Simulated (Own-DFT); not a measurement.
# Device materials side by side: how hard are they to compress?

Source: density functional calculations with Own-DFT, an unreviewed in-house program that is no longer used. Nothing was measured or relaxed, and spin and spin-orbit coupling are left out.

Caveats (not all hold for every row): forces on such cells moved up to 12 meV/angstrom on a denser k mesh; k mesh not checked against a denser one; forces on such cells passed a denser k mesh, each cell not checked; stress not checked against mesh or cutoff.

All runs are PBE with PseudoDojo norm-conserving files; cutoff and k mesh are each material's own. Every cell starts from measured lattice constants and was given uniform random strains and small random moves of its atoms. Each triple is the change of volume in per cent, the rms move u in Å and the pressure in GPa.

- 3C SiC (C32Si32), 10.36 Å³/atom unstrained: (-1.18, 0.053, 9.36); (-1.07, 0.054, 9.10); (0.01, 0.050, 5.43); (0.80, 0.048, 3.33); (1.52, 0.050, 2.38); (1.69, 0.053, 1.62); (3.19, 0.053, -1.45)
- wurtzite AlN (Al64N64), 10.45 Å³/atom unstrained: (-2.35, 0.047, 10.51); (-0.78, 0.050, 7.43); (0.16, 0.051, 5.96); (0.39, 0.052, 5.08); (0.48, 0.048, 4.93); (0.72, 0.049, 3.98); (2.31, 0.048, 1.12)
- wurtzite GaN (Ga48N48), 11.42 Å³/atom unstrained: (-3.14, 0.049, 14.74); (-2.38, 0.050, 12.99); (-1.40, 0.051, 10.67); (-0.19, 0.048, 7.86); (-0.14, 0.048, 7.89); (1.03, 0.052, 6.13); (3.50, 0.047, 0.75)
- diamond silicon (Si64), 20.02 Å³/atom unstrained: withheld
- zincblende InP (In32P32), 25.27 Å³/atom unstrained: (-1.99, 0.050, 5.22); (-1.29, 0.048, 4.63); (0.46, 0.052, 3.43); (1.57, 0.043, 2.33); (2.17, 0.048, 2.10); (2.23, 0.050, 1.98); (3.89, 0.050, 1.03)
- grey tin (Sn64), 34.15 Å³/atom unstrained: (-3.29, 0.049, 5.67); (-2.62, 0.050, 5.26); (-1.63, 0.046, 4.68); (-1.09, 0.052, 4.34); (0.67, 0.055, 3.47); (1.38, 0.048, 2.99); (1.47, 0.049, 3.01)

## Analysis

Fit a line to each set against the fractional change of volume; B is minus its slope, and u is nearly the same within a set. To take it to zero pressure, assume that B rises by 4 GPa for each GPa: B0 = B - 4 x (mean pressure). The bond length of an ideal tetrahedral crystal with the unstrained volume v is d = (√3/4)(8 v)^(1/3). Cohen's empirical rule reads B0 = (1971 - 220 L) d^(-3.5) GPa, with L = 0 for group IV crystals and SiC and 1 for III-V compounds.

```
                material  L  d (Å)   B (GPa)  mean P (GPa)  B0 (GPa)  rule (GPa)
        3C SiC (C32Si32)  0  1.888  249 ± 14           4.3  232 ± 14         213
  wurtzite AlN (Al64N64)  1  1.893   203 ± 8           5.6   181 ± 8         188
  wurtzite GaN (Ga48N48)  1  1.950   208 ± 6           8.7   173 ± 6         169
  diamond silicon (Si64)  0  2.352         ?             ?         ?          99
zincblende InP (In32P32)  1  2.541    73 ± 3           3.0    61 ± 3          67
         grey tin (Sn64)  0  2.810    56 ± 1           4.2    39 ± 1          53
```

A line through ln[B0/(1971 - 220 L)] against ln d has a slope of -4.2 ± 0.2 and a scatter of 8 %. Against the rule, B0 stands at 109 % for 3C SiC, 96 % for wurtzite AlN, 103 % for wurtzite GaN, 91 % for zincblende InP, 73 % for grey tin. PBE tends to make silicon and heavier crystals too soft, and the rule itself is only a guide.

## The run left out

Question: what B0 does the fitted trend give for diamond silicon (Si64)?

The straight line predicts 88 GPa. Its own runs give B = 99 ± 4 GPa at a mean pressure of 3.8 GPa, so B0 = 83 GPa.
